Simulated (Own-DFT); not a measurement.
# How strain changes the stress of 2H SiC, 72 atoms (C36Si36)

All numbers below are calculated, not measured. They come from Own-DFT, an in-house plane-wave density functional program, since retired, whose code no person has reviewed. Each row is one single-point run on a periodic cell that was not relaxed, without spin or spin-orbit coupling.

Settings of every run: PBE; PseudoDojo norm-conserving scalar-relativistic files; cutoff 42 hartree; 4 x 4 x 3 k mesh centred on Gamma; Fermi-Dirac smearing of 0.1 eV.

Known limits: forces on such cells passed a denser k mesh, each cell not checked; stress not checked against mesh or cutoff.

Unstrained cell vectors in Å: (9.248, 0.000, 0.000); (-4.624, 8.009, 0.000); (0.000, 0.000, 10.068). The unstrained cell has measured lattice constants (interpolated for alloys), not those of this functional. That, the random moves and any unrelaxed bonds set the pressure at no strain. Each run strains this cell uniformly, with the atoms carried along. Every atom was also moved at random, by a Gaussian of width 0.05 Å on each axis. Strain is the symmetric tensor, in per cent. Stress is positive in tension, and the pressure is minus a third of its trace.

```
run,e_xx (%),e_yy (%),e_zz (%),e_yz (%),e_xz (%),e_xy (%),s_xx (GPa),s_yy (GPa),s_zz (GPa),s_yz (GPa),s_xz (GPa),s_xy (GPa),P (GPa),E (meV/atom)
1,1.25,1.10,-1.75,1.18,-0.97,-1.88,2.85,1.50,-19.53,2.81,-3.85,-8.42,5.06,55.6
2,1.90,-0.43,-1.28,-1.05,1.56,-1.00,5.10,-3.47,-17.18,-4.02,4.44,-4.46,5.18,28.3
3,1.74,1.73,-1.19,-1.13,1.86,0.63,5.91,3.86,-11.28,-3.98,5.36,3.11,0.50,33.5
4,-1.99,0.71,1.48,0.01,1.33,0.67,-14.82,-2.20,1.13,0.34,4.29,3.23,5.30,28.1
5,0.96,-1.56,-0.76,-0.45,-1.85,-1.07,-1.94,-14.19,-10.92,-2.71,-7.12,-5.26,9.02,37.8
6,1.91,-0.18,-0.97,0.41,1.35,1.82,6.61,-5.77,-11.35,0.81,4.25,8.33,3.50,14.6
7,1.94,1.57,-1.64,1.23,1.55,-1.65,7.77,2.69,-15.75,4.21,4.97,-6.22,1.76,39.0
8,1.22,0.08,0.14,-1.36,1.67,1.09,2.70,-4.63,-5.80,-3.75,5.46,4.62,2.58,32.4
9,-1.02,0.16,1.70,1.21,1.69,-1.31,-8.62,-4.17,1.19,3.64,6.05,-6.25,3.87,32.9
10,-1.60,-0.36,-0.71,-1.62,1.65,-0.81,-13.69,-7.50,-14.65,-4.32,4.82,-4.26,11.95,51.6
11,1.63,-0.65,0.22,0.89,1.51,-1.88,2.82,-7.98,-5.23,3.83,5.27,-9.55,3.46,35.0
12,-1.82,0.27,1.71,1.35,0.64,-0.96,-13.54,-5.97,2.10,6.50,3.07,-5.23,5.80,40.2
13,0.79,-1.52,-0.03,-0.52,0.32,1.95,-2.14,-13.68,-8.67,-2.07,0.25,10.68,8.16,48.8
14,1.19,1.37,0.28,-0.33,-1.85,-1.14,4.41,3.05,-5.14,-1.23,-5.56,-5.54,-0.77,17.5
15,0.06,-1.16,-0.39,-1.75,-1.56,-0.18,-5.70,-12.55,-12.50,-6.38,-5.67,-0.92,10.25,66.5
16,-1.35,0.80,1.10,-0.85,-0.51,0.21,-9.99,0.38,-1.48,-2.89,-1.27,0.38,3.70,0.0
17,-1.85,1.31,0.97,1.33,1.96,-0.97,?,?,?,?,?,?,?,?
```

E is the free energy for each atom above the lowest run shown.

## Worked fit

Each stress component was fitted by least squares to a constant and the strains of the runs shown, as fractions, with shears doubled. Shear strains stay in the fit of a normal stress only where such slopes are resolved. The slopes, in GPa:

| stress | at no strain | per e_xx | per e_yy | per e_zz | scatter |
|---|---|---|---|---|---|
| s_xx | -4.5 | 551 ± 17 | 126 ± 16 | 40 ± 22 | 0.66 |
| s_yy | -5.2 | 41 ± 36 | 541 ± 34 | 3 ± 45 | 1.37 |
| s_zz | -8.1 | 101 ± 36 | 64 ± 34 | 669 ± 46 | 1.39 |

Each shear stress against twice its own strain: yz 162 ± 12, xz 165 ± 3, xy 245 ± 9 GPa. These are stiffnesses along x, y and z of the frame in which the cell vectors are given, which need not be the crystal's axes. The atoms are held to the strained lattice; where symmetry lets them move under strain, relaxing them would lower some slopes. The table should be nearly symmetric about its diagonal, and what it lacks of that shows the noise. A ninth of its sum, 237 ± 8 GPa, estimates the bulk modulus near the mean pressure of these runs, 5.0 GPa, so it lies above the value at zero pressure.

## Withheld run

Question: what normal stresses and pressure should run 17 give?

The fit gives s_xx = -12.6, s_yy = 1.1, s_zz = -2.6 and P = 4.7 GPa. The calculation gave -13.19, 1.18, -2.07 and P = 4.69 GPa.
